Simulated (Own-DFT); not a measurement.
Simulation results for AlN (wurtzite, atoms displaced)

All values are calculated (Own-DFT development build). A calculation, not a measurement: plane-wave PBE density functional theory by an unreviewed code, no spin, of a simulated periodic cell, stress positive in tension, free energy of the whole cell less one offset for each atom, forces on such cells passed a denser k mesh, this cell's mesh not checked; offsets are fitted by least squares, one for each functional and potential file, so energies compare only between cells with the same atoms and settings and are not formation energies; the far tail of each file's local potential was reset to the Coulomb form; each entry is a single point on an unrelaxed cell, so the pressure reflects the starting lattice, mostly measured values (interpolated for alloys), from which strain is counted, and rises with the displacements; printed positions are rounded, which can move forces by about a meV/angstrom; the program, named Own-DFT, is a retired in-house code; no spin-orbit coupling.

Common to all runs: functional PBE; potential files PseudoDojo norm-conserving, scalar-relativistic, standard set; wave cutoff 42 hartree; occupations Fermi-Dirac; smearing width 0.1 eV; hardware one NVIDIA H100; k mesh 2 x 2 x 2 centred on Gamma.

(1) AlN (wurtzite, atoms displaced)

```
cell vectors (Å)
  12.4480     0.0000     0.0000
  -6.2240    10.7803     0.0000
   0.0000     0.0000     9.9640
atoms (fractions of the cell vectors)
Al  0.07861  0.16303  0.00734
Al  0.17517  0.09026  0.25523
N   0.09038  0.19123  0.19424
N   0.16244  0.07499  0.44720
Al  0.07984  0.16844  0.50853
Al  0.17665  0.09702  0.73657
N   0.07236  0.15475  0.69843
N   0.15958  0.08172  0.95475
Al  0.08169  0.41276  0.00866
Al  0.15068  0.33511  0.24414
N   0.06834  0.40672  0.20140
N   0.18096  0.33803  0.44597
Al  0.07829  0.41555  0.51182
Al  0.17733  0.34947  0.75696
N   0.07509  0.40395  0.70012
N   0.16593  0.35091  0.94876
Al  0.09060  0.67528  0.01384
Al  0.17300  0.58715  0.25514
N   0.07673  0.66696  0.19512
N   0.15207  0.56925  0.42548
Al  0.07432  0.66388  0.49940
Al  0.17038  0.58908  0.75684
N   0.08000  0.65951  0.68721
N   0.19259  0.58783  0.95884
Al  0.08158  0.90978  0.98083
Al  0.14700  0.81809  0.26753
N   0.08178  0.90466  0.18239
N   0.18456  0.84506  0.45114
Al  0.09224  0.92305  0.49837
Al  0.16418  0.83489  0.75431
N   0.08753  0.91745  0.69552
N   0.16227  0.84142  0.93403
Al  0.32787  0.16826  0.02076
Al  0.41667  0.07531  0.24904
N   0.31921  0.15814  0.20132
N   0.40495  0.07551  0.43344
Al  0.33143  0.15824  0.50270
Al  0.41249  0.07679  0.76121
N   0.33007  0.16576  0.69823
N   0.42989  0.09591  0.94493
Al  0.33230  0.42133  0.00408
Al  0.42357  0.31842  0.26641
N   0.32989  0.41352  0.19421
N   0.41255  0.34314  0.44652
Al  0.33168  0.41935  0.47905
Al  0.42221  0.32451  0.75508
N   0.35481  0.42131  0.69216
N   0.42360  0.31966  0.95181
Al  0.33946  0.66163  0.98795
Al  0.41512  0.57742  0.24875
N   0.32624  0.66345  0.18629
N   0.40268  0.57559  0.44007
Al  0.32888  0.67007  0.50560
Al  0.41576  0.58490  0.75046
N   0.35540  0.69083  0.69537
N   0.40462  0.58382  0.94221
Al  0.34512  0.93467  0.99511
Al  0.42578  0.82990  0.25146
N   0.31523  0.90577  0.17717
N   0.41475  0.83334  0.43645
Al  0.34278  0.93161  0.49804
Al  0.40783  0.83649  0.73903
N   0.32815  0.90587  0.68607
N   0.41091  0.83229  0.93539
Al  0.58499  0.16226  0.01016
Al  0.67467  0.08848  0.25099
N   0.56816  0.16099  0.21442
N   0.66509  0.07581  0.43797
Al  0.58227  0.15560  0.48520
Al  0.66700  0.08225  0.75643
N   0.58778  0.17343  0.68469
N   0.67038  0.07886  0.94567
Al  0.58940  0.43845  0.98420
Al  0.65969  0.34552  0.24768
N   0.58574  0.42783  0.19194
N   0.65835  0.33224  0.44449
Al  0.57659  0.41892  0.48676
Al  0.68256  0.34441  0.76813
N   0.57112  0.41527  0.68894
N   0.66207  0.34062  0.93123
Al  0.57142  0.65441  0.99169
Al  0.65913  0.57455  0.24987
N   0.60151  0.65130  0.18433
N   0.64080  0.57344  0.43353
Al  0.56505  0.67592  0.50144
Al  0.67283  0.58315  0.75989
N   0.58944  0.67918  0.69184
N   0.67239  0.59919  0.94649
Al  0.58096  0.91497  0.01972
Al  0.66373  0.85090  0.23046
N   0.58258  0.90618  0.18107
N   0.66805  0.85122  0.44278
Al  0.59449  0.92927  0.50544
Al  0.66264  0.83171  0.75888
N   0.58569  0.92216  0.68574
N   0.65606  0.82808  0.93408
Al  0.82838  0.16603  0.01089
Al  0.91999  0.10314  0.26536
N   0.83595  0.15726  0.17727
N   0.90218  0.07636  0.44664
Al  0.83499  0.17479  0.48720
Al  0.90921  0.08003  0.75199
N   0.82679  0.16895  0.69216
N   0.92474  0.08557  0.94845
Al  0.83273  0.42372  0.01746
Al  0.90561  0.33213  0.25395
N   0.85834  0.42960  0.19806
N   0.90579  0.33366  0.43022
Al  0.83510  0.42024  0.51828
Al  0.92312  0.34295  0.77055
N   0.82962  0.40097  0.71274
N   0.90641  0.33256  0.94338
Al  0.84668  0.67996  0.01612
Al  0.92379  0.59199  0.26917
N   0.83954  0.67296  0.18397
N   0.90551  0.57202  0.44024
Al  0.84126  0.66374  0.48524
Al  0.91676  0.57424  0.74905
N   0.84073  0.66826  0.69440
N   0.90546  0.57044  0.92669
Al  0.84543  0.92111  0.98025
Al  0.92137  0.83795  0.23705
N   0.83873  0.92170  0.17974
N   0.90835  0.83225  0.43931
Al  0.84132  0.92443  0.50952
Al  0.92700  0.84012  0.73180
N   0.84702  0.91619  0.68204
N   0.91908  0.83378  0.92418
```

It finds free energy of cell above offsets -23.327 eV; pressure 11.68 GPa; stress xx -12.74 GPa; stress yy -10.61 GPa; stress zz -11.69 GPa; stress yz 1.77 GPa; stress xz 0.22 GPa; stress xy 2.16 GPa; wall time 422.5 s.

Force:
```csv
element,x (eV/Å),y (eV/Å),z (eV/Å)
Al,0.92,1.907,0.053
Al,-5.727,-3.461,0.703
N,0.63,-7.67,-0.371
N,-0.605,3.646,-0.96
Al,0.53,0.152,-0.281
Al,-2.995,-3.312,3.048
N,0.563,2.823,-1.027
N,1.707,0.824,-1.225
Al,-3.378,2.084,1.25
Al,4.349,4.315,3.109
N,-1.029,2.622,-1.619
N,-6.808,-3.36,-0.589
Al,0.92,-0.906,-1.785
Al,1.815,-2.196,0.075
N,0.32,3.371,-1.179
N,3.858,-3.549,-1.82
Al,0.382,-0.463,-2.306
Al,-1.396,-1.36,-3.354
N,1.58,-1.04,0.99
N,-0.238,1.861,5.483
Al,2.21,0.668,0.302
Al,0.892,-0.23,0.822
N,0.506,0.375,0.23
N,-9.839,-3.676,-3.163
Al,-3.163,2.932,2.733
Al,2.292,3.718,-1.924
N,-0.597,1.933,0.704
N,-3.564,-3.385,-1.015
Al,-1.148,-3.444,1.404
Al,0.669,-0.976,-1.643
N,1.048,1.865,-1.808
N,4.769,-2.663,0.041
Al,0.073,-1.154,-2.23
Al,-5.01,-3.782,-0.066
N,6.011,2.62,-0.354
N,1.435,3.77,-0.132
Al,-1.03,2.217,0.597
Al,1.164,1.548,-1.989
N,3.179,-0.381,-1.91
N,-1.748,-0.815,0.397
Al,0.604,-1.582,0.629
Al,-2.944,2.317,-2.05
N,0.236,-0.402,0.007
N,2.852,-4.523,-1.051
Al,2.014,0.84,3.677
Al,-1.486,0.85,1.086
N,-3.623,-0.289,0.334
N,-2.392,3.01,-0.99
Al,-1.152,7.731,4.386
Al,0.59,0.63,-0.51
N,2.943,0.906,0.402
N,-0.613,3.83,-0.327
Al,0.118,-0.305,-1.161
Al,1.729,0.48,-0.583
N,-1.426,-7.858,-2.115
N,7.051,-3.278,-2.265
Al,-0.562,-3.77,0.652
Al,-3.496,-0.939,-0.678
N,2.001,1.236,2.172
N,0.441,0.965,0.748
Al,1.731,-4.626,1.466
Al,4.266,3.728,3.7
N,-3.214,3.445,-0.108
N,0.704,1.234,0.48
Al,0.094,1.949,-0.821
Al,-1.04,-1.095,-0.219
N,5.368,3.145,-3.067
N,0.156,3.455,-2.282
Al,-1.757,2.565,2.209
Al,-1.106,0.573,-1.163
N,-0.572,-1.469,0.76
N,-1.659,0.275,1.352
Al,0.646,-3.541,1.972
Al,3.05,-1.193,1.521
N,0.051,-4.887,-2.191
N,1.21,0.128,-1.054
Al,0.586,-0.546,3.588
Al,-4.387,-3.161,-5.756
N,4.217,1.897,0.344
N,0.882,-0.559,7.929
Al,-0.079,2.941,1.75
Al,4.769,1.7,3.741
N,-10.25,5.707,-3.181
N,1.995,3.076,0.58
Al,3.218,0.202,-0.314
Al,-0.925,0.929,-2.738
N,-0.209,-2.671,-0.103
N,1.884,-0.753,-1.523
Al,-0.665,-0.59,-10.01
Al,11.86,-5.725,4.826
N,-7.517,4.875,3.899
N,1.805,-2.532,-1.73
Al,-1.462,-3.144,0.679
Al,-0.063,1.552,-2.649
N,-0.362,-0.202,1.644
N,0.771,0.809,3.09
Al,1.861,0.352,-5.645
Al,3.813,-3.626,-1.914
N,-3.674,2.063,5.512
N,1.66,3.731,-0.752
Al,-0.873,-1.417,3.794
Al,-0.059,0.687,0.198
N,1.85,0.447,-0.36
N,-3.044,0.368,-2.099
Al,0.133,-0.748,-2.147
Al,3.033,-1.073,-1.14
N,-5.948,0.68,-1.034
N,1.064,0.358,3.339
Al,-1.536,-3.211,-0.62
Al,0.33,-3.743,-1.79
N,1.326,4.273,-4.603
N,1.193,0.061,3.636
Al,-0.538,-1.192,-6.11
Al,-1.144,-1.401,-4.984
N,0.641,-1.897,5.278
N,1.959,1.027,2.226
Al,-5.491,1.484,2.829
Al,-1.266,1.276,-0.057
N,0.204,-1.235,-1.913
N,0.979,2.845,3.786
Al,-1.826,-1.32,2.331
Al,-1.871,0.624,1.482
N,-0.804,0.748,0.325
N,2.704,0.018,-0.663
Al,-1.82,-3.008,-2.843
Al,-0.197,-2.527,1.782
N,-3.271,1.115,3.252
N,0.186,-0.525,0.731
```

(2) AlN (wurtzite, atoms displaced)

```
cell vectors (Å)
  12.4480     0.0000     0.0000
  -6.2240    10.7803     0.0000
   0.0000     0.0000     9.9640
atoms (fractions of the cell vectors)
Al  0.08089  0.15314  0.00087
Al  0.16501  0.08885  0.23813
N   0.07175  0.15066  0.19428
N   0.17412  0.10669  0.42815
Al  0.08134  0.17237  0.51742
Al  0.17675  0.07906  0.75391
N   0.08735  0.16886  0.70124
N   0.15183  0.07539  0.94402
Al  0.08754  0.40816  0.98618
Al  0.15558  0.32443  0.24575
N   0.10004  0.41392  0.19259
N   0.16718  0.33724  0.43764
Al  0.08541  0.42578  0.49890
Al  0.16351  0.32809  0.76449
N   0.07133  0.41161  0.68951
N   0.17396  0.34544  0.93411
Al  0.09998  0.67631  0.01141
Al  0.18504  0.59616  0.26009
N   0.06231  0.64533  0.20272
N   0.17517  0.60389  0.45695
Al  0.09040  0.66924  0.51228
Al  0.16575  0.57795  0.75388
N   0.07591  0.66635  0.67564
N   0.16075  0.58269  0.95695
Al  0.08516  0.93381  0.01462
Al  0.15759  0.83774  0.25246
N   0.07091  0.91186  0.18609
N   0.16671  0.83977  0.44116
Al  0.08380  0.92270  0.50010
Al  0.17511  0.83513  0.76725
N   0.09387  0.91843  0.69541
N   0.16300  0.83451  0.94004
Al  0.32933  0.16005  0.00107
Al  0.42134  0.09349  0.23602
N   0.31715  0.15151  0.16402
N   0.42245  0.07916  0.43214
Al  0.34141  0.18737  0.49917
Al  0.39749  0.07595  0.73931
N   0.33279  0.17235  0.69104
N   0.42736  0.08498  0.92516
Al  0.32223  0.41231  0.98205
Al  0.43345  0.34489  0.23325
N   0.33315  0.42585  0.18091
N   0.43415  0.34915  0.43595
Al  0.32057  0.40728  0.50522
Al  0.42891  0.32884  0.73816
N   0.33237  0.42435  0.70244
N   0.42067  0.34095  0.94620
Al  0.34387  0.68566  0.00973
Al  0.41391  0.59630  0.25902
N   0.32448  0.67569  0.17061
N   0.42125  0.57988  0.42300
Al  0.33600  0.68083  0.50454
Al  0.42604  0.58906  0.75133
N   0.33831  0.66773  0.69423
N   0.40348  0.57235  0.92063
Al  0.35037  0.92192  0.00925
Al  0.40995  0.81684  0.25192
N   0.34102  0.91350  0.19587
N   0.42091  0.82512  0.45447
Al  0.33618  0.92978  0.48913
Al  0.42520  0.83912  0.75262
N   0.34376  0.92098  0.69986
N   0.42382  0.82528  0.94530
Al  0.58644  0.16053  0.00772
Al  0.65332  0.08097  0.25212
N   0.58911  0.16427  0.19362
N   0.65981  0.06219  0.43053
Al  0.58877  0.16490  0.49978
Al  0.66606  0.10430  0.75733
N   0.57310  0.15902  0.68289
N   0.65459  0.08208  0.94952
Al  0.57133  0.43271  0.00222
Al  0.66486  0.33224  0.26940
N   0.58376  0.40850  0.19866
N   0.66495  0.31900  0.45251
Al  0.58022  0.41938  0.50330
Al  0.67285  0.33549  0.76719
N   0.59006  0.41164  0.70007
N   0.66924  0.33995  0.93992
Al  0.59127  0.67074  0.99148
Al  0.65952  0.57201  0.24929
N   0.58006  0.66417  0.17476
N   0.65908  0.57668  0.42415
Al  0.57159  0.66365  0.49892
Al  0.66534  0.58884  0.75921
N   0.60871  0.67911  0.69111
N   0.67555  0.57444  0.92223
Al  0.57038  0.89782  0.99571
Al  0.67488  0.83564  0.28475
N   0.58402  0.90542  0.19420
N   0.64068  0.82613  0.44024
Al  0.59635  0.92254  0.49593
Al  0.67733  0.83927  0.75140
N   0.58983  0.92775  0.67574
N   0.68190  0.83960  0.94463
Al  0.83972  0.16377  0.01027
Al  0.91822  0.09438  0.24451
N   0.82752  0.16431  0.17568
N   0.91761  0.08201  0.45966
Al  0.84754  0.18820  0.49909
Al  0.91708  0.07856  0.75971
N   0.82012  0.15477  0.70522
N   0.90808  0.08008  0.94596
Al  0.82120  0.41695  0.99887
Al  0.90710  0.32824  0.25306
N   0.82528  0.41871  0.19771
N   0.90055  0.34640  0.44928
Al  0.82549  0.42175  0.49084
Al  0.92306  0.33334  0.75304
N   0.85028  0.41849  0.68621
N   0.92142  0.33197  0.95462
Al  0.82958  0.66609  0.99543
Al  0.92035  0.58844  0.25226
N   0.84537  0.67305  0.19943
N   0.90496  0.57090  0.42673
Al  0.84112  0.67002  0.49164
Al  0.91837  0.57546  0.75301
N   0.83652  0.66186  0.69312
N   0.92693  0.60320  0.93270
Al  0.83277  0.91213  0.00579
Al  0.92405  0.83272  0.24785
N   0.83430  0.92882  0.18671
N   0.90701  0.82801  0.43889
Al  0.82638  0.91304  0.48229
Al  0.90673  0.81770  0.73035
N   0.83214  0.91580  0.70789
N   0.91053  0.84359  0.94938
```

Results for AlN (wurtzite, atoms displaced): free energy of cell above offsets -20.920 eV; pressure 12.51 GPa; stress xx -11.47 GPa; stress yy -10.88 GPa; stress zz -15.17 GPa; stress yz 1.57 GPa; stress xz 1.17 GPa; stress xy -0.22 GPa; wall time 415 s.

Force:
```csv
element,x (eV/Å),y (eV/Å),z (eV/Å)
Al,-4.558,2.56,0.524
Al,0.941,-1.495,2.566
N,0.236,3.442,-2.238
N,0.793,-1.65,1.595
Al,0.745,-0.134,-1.755
Al,-3.536,0.015,0.041
N,0.391,-0.948,0.463
N,4.178,3.254,-2.545
Al,-3.58,3.15,3.905
Al,4.769,-0.655,1.174
N,-5.608,2.466,-0.554
N,-1.886,-0.948,0.731
Al,-0.597,0.032,-0.015
Al,-0.051,1.161,-4.471
N,4.309,1.317,-0.413
N,-0.874,-5.317,1.27
Al,-3.749,-1.299,0.216
Al,-4.274,-3.367,-0.318
N,7.723,5.585,-2.319
N,2.367,-3.562,-2.937
Al,-3.38,1.482,-5.133
Al,-0.405,1.238,0.253
N,1.572,0.534,7.085
N,2.532,-0.141,-2.701
Al,-0.144,-6.748,-3.239
Al,2.045,-1.431,-0.274
N,3.619,2.771,2.33
N,-0.373,-0.124,-0.329
Al,0.302,0.742,0.368
Al,-0.495,-1.087,-4.001
N,-1.128,-0.438,-1.191
N,1.325,1.604,3.988
Al,1.21,1.442,-6.666
Al,0.028,-2.103,1.58
N,1.802,1.465,6.951
N,-1.665,4.161,-0.77
Al,0.52,-2.432,-1.431
Al,4.148,2.054,1.004
N,-0.027,-0.914,-1.211
N,-2.227,-0.264,2.521
Al,4.048,2.788,3.108
Al,-6.886,-1.857,1.547
N,0.816,-1.493,0.461
N,-3.796,-2.819,-0.625
Al,1.83,2.535,-0.251
Al,-2.445,2.484,2.975
N,1.54,-2.177,-2.455
N,-1.778,-3.179,-1.624
Al,0.099,-7.922,-6.1
Al,1.564,-1.846,-6.831
N,1.945,-1.927,6.828
N,-2.377,-0.72,6.155
Al,1.41,-4.522,2.718
Al,-0.405,0.632,-2.519
N,-0.589,0.183,-0.117
N,1.192,3.009,4.733
Al,-1.572,-0.199,-1.55
Al,1.462,5.11,2.079
N,-1.953,0.59,-0.171
N,-1.479,5.288,-3.534
Al,1.35,-4.032,1.805
Al,1.093,-0.175,-1.517
N,-1.962,-2.297,-1.674
N,-4.213,3.312,-3.621
Al,-2.65,3.296,-0.545
Al,4.367,-3.352,-0.72
N,-3.984,2.5,-0.62
N,0.024,7.888,-0.526
Al,0.081,-3.244,0.559
Al,0.657,-3.921,0.564
N,-1.219,2.053,0.906
N,4.052,-2.21,-1.443
Al,4.142,-2.142,0.601
Al,1.36,-0.378,-1.989
N,2.482,1.814,-2.645
N,-2.4,3.008,-1.28
Al,3.798,1.122,1.398
Al,0.692,-0.701,-4.138
N,-0.796,1.91,-2.072
N,-2.058,-1.861,2.529
Al,-1.136,-0.285,-0.14
Al,0.326,2.806,-1.737
N,0.675,-0.25,2.289
N,0.361,1.533,4.073
Al,2.48,-0.382,0.562
Al,3.036,-1.737,-5.539
N,-4.03,-1.076,-1.519
N,-1.977,1.729,6.173
Al,5.895,4.842,2.86
Al,-0.157,0.076,-12.33
N,-1.403,0.077,-0.207
N,5.799,-2.808,5.073
Al,-5.105,-1.65,3.605
Al,-2.984,0.824,0.56
N,0.398,-1.123,3.883
N,-4.035,-2.284,-1.835
Al,-2.755,0.67,-5.216
Al,-1.67,-2.439,1.389
N,-0.489,0.739,7.28
N,-0.984,1.59,-2.058
Al,-1.207,-4.05,1.924
Al,-1.223,0.334,-0.536
N,2.731,3.064,-1.853
N,2.981,0.202,-0.106
Al,3.586,1.928,1.671
Al,0.269,1.806,-1.499
N,0.645,-0.79,-0.808
N,7.03,-2.64,-2.842
Al,-1.586,0.548,3.593
Al,-2.853,-2.48,1.724
N,-2.981,-0.85,0.681
N,-1.281,0.082,-1.602
Al,2.116,2.24,0.991
Al,-4.356,-3.803,-0.118
N,-2.929,-1.599,-1.967
N,0.367,3.876,3.098
Al,-1.08,-3.049,0.701
Al,-0.314,1.38,-0.554
N,-0.742,-2.082,-2.094
N,0.638,-2.132,1.92
Al,-1.847,2.785,0.823
Al,-4.761,-0.371,0.334
N,0.777,-1.646,3.962
N,1.295,2.139,0.079
Al,-0.275,0.628,3.088
Al,0.636,4.202,3.144
N,2.86,0.38,-3.646
N,4.82,-2.928,-1.738
```
